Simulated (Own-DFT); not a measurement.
# One trend across several semiconductors

No measurement is shown. These are fixed-geometry runs of a retired plane-wave code named Own-DFT, which no person has reviewed; spin and spin-orbit coupling are neglected.

Keep in mind (not all hold for every row): forces on such cells moved up to 12 meV/angstrom on a denser k mesh; forces not confirmed at this smearing and k mesh; k mesh not checked against a denser one; forces on such cells passed a denser k mesh, each cell not checked; stress not checked against mesh or cutoff.

All runs are PBE with PseudoDojo norm-conserving files; cutoff and k mesh are each material's own. Every cell starts from measured lattice constants and was given uniform random strains and small random moves of its atoms. Each triple is the change of volume in per cent, the rms move u in Å and the pressure in GPa.

- wurtzite GaN (Ga48N48), 11.42 Å³/atom unstrained: (-1.42, 0.051, 10.57); (-1.30, 0.052, 10.52); (-0.87, 0.051, 9.39); (-0.65, 0.050, 9.54); (0.90, 0.053, 6.26); (1.77, 0.051, 4.57); (2.23, 0.051, 3.46)
- diamond silicon (Si64), 20.02 Å³/atom unstrained: (-1.30, 0.046, 3.89); (-0.49, 0.054, 3.39); (-0.17, 0.052, 3.03); (-0.03, 0.050, 2.90); (0.00, 0.047, 2.59); (2.08, 0.051, 0.95); (2.28, 0.048, 0.38)
- zincblende GaP (Ga32P32), 20.24 Å³/atom unstrained: (-2.69, 0.047, 6.00); (-0.74, 0.053, 4.19); (-0.10, 0.046, 3.61); (0.26, 0.052, 3.10); (0.80, 0.047, 2.77); (2.85, 0.050, 0.88); (3.58, 0.051, 0.50)
- zincblende GaAs (As32Ga32), 22.58 Å³/atom unstrained: (-1.99, 0.049, 5.89); (-1.83, 0.051, 5.66); (-1.62, 0.050, 5.37); (0.31, 0.050, 3.76); (0.87, 0.052, 3.52); (1.82, 0.050, 2.87); (3.96, 0.049, 1.48)
- zincblende InP (In48P48), 25.27 Å³/atom unstrained: withheld
- grey tin (Sn64), 34.15 Å³/atom unstrained: (-1.56, 0.048, 4.61); (-1.46, 0.049, 4.47); (-1.05, 0.052, 4.38); (0.49, 0.051, 3.52); (1.08, 0.050, 3.17); (1.38, 0.049, 2.94); (1.68, 0.051, 2.84)

## Fit

Fit a line to each set against the fractional change of volume; B is minus its slope, and u is nearly the same within a set. To take it to zero pressure, assume that B rises by 4 GPa for each GPa: B0 = B - 4 x (mean pressure). The bond length of an ideal tetrahedral crystal with the unstrained volume v is d = (√3/4)(8 v)^(1/3). Cohen's empirical rule reads B0 = (1971 - 220 L) d^(-3.5) GPa, with L = 0 for group IV crystals and SiC and 1 for III-V compounds.

```
material,L,d (Å),B (GPa),mean P (GPa),B0 (GPa),rule (GPa)
wurtzite GaN (Ga48N48),1,1.950,195 ± 6,7.8,164 ± 6,169
diamond silicon (Si64),0,2.352,96 ± 6,2.4,86 ± 6,99
zincblende GaP (Ga32P32),1,2.360,89 ± 2,3.0,77 ± 2,87
zincblende GaAs (As32Ga32),1,2.448,74 ± 3,4.1,57 ± 3,76
zincblende InP (In48P48),1,2.541,?,?,?,67
grey tin (Sn64),0,2.810,55 ± 2,3.7,40 ± 2,53
```

A line through ln[B0/(1971 - 220 L)] against ln d has a slope of -4.2 ± 0.2 and a scatter of 6 %. Against the rule, B0 stands at 97 % for wurtzite GaN, 87 % for diamond silicon, 89 % for zincblende GaP, 75 % for zincblende GaAs, 75 % for grey tin. PBE tends to make silicon and heavier crystals too soft, and the rule itself is only a guide.

## The run left out

Q: what B0 does the fitted trend give for zincblende InP (In48P48)?

From the line: 53 GPa. Its own runs give B = 72 ± 1 GPa at a mean pressure of 3.6 GPa, so B0 = 57 GPa.
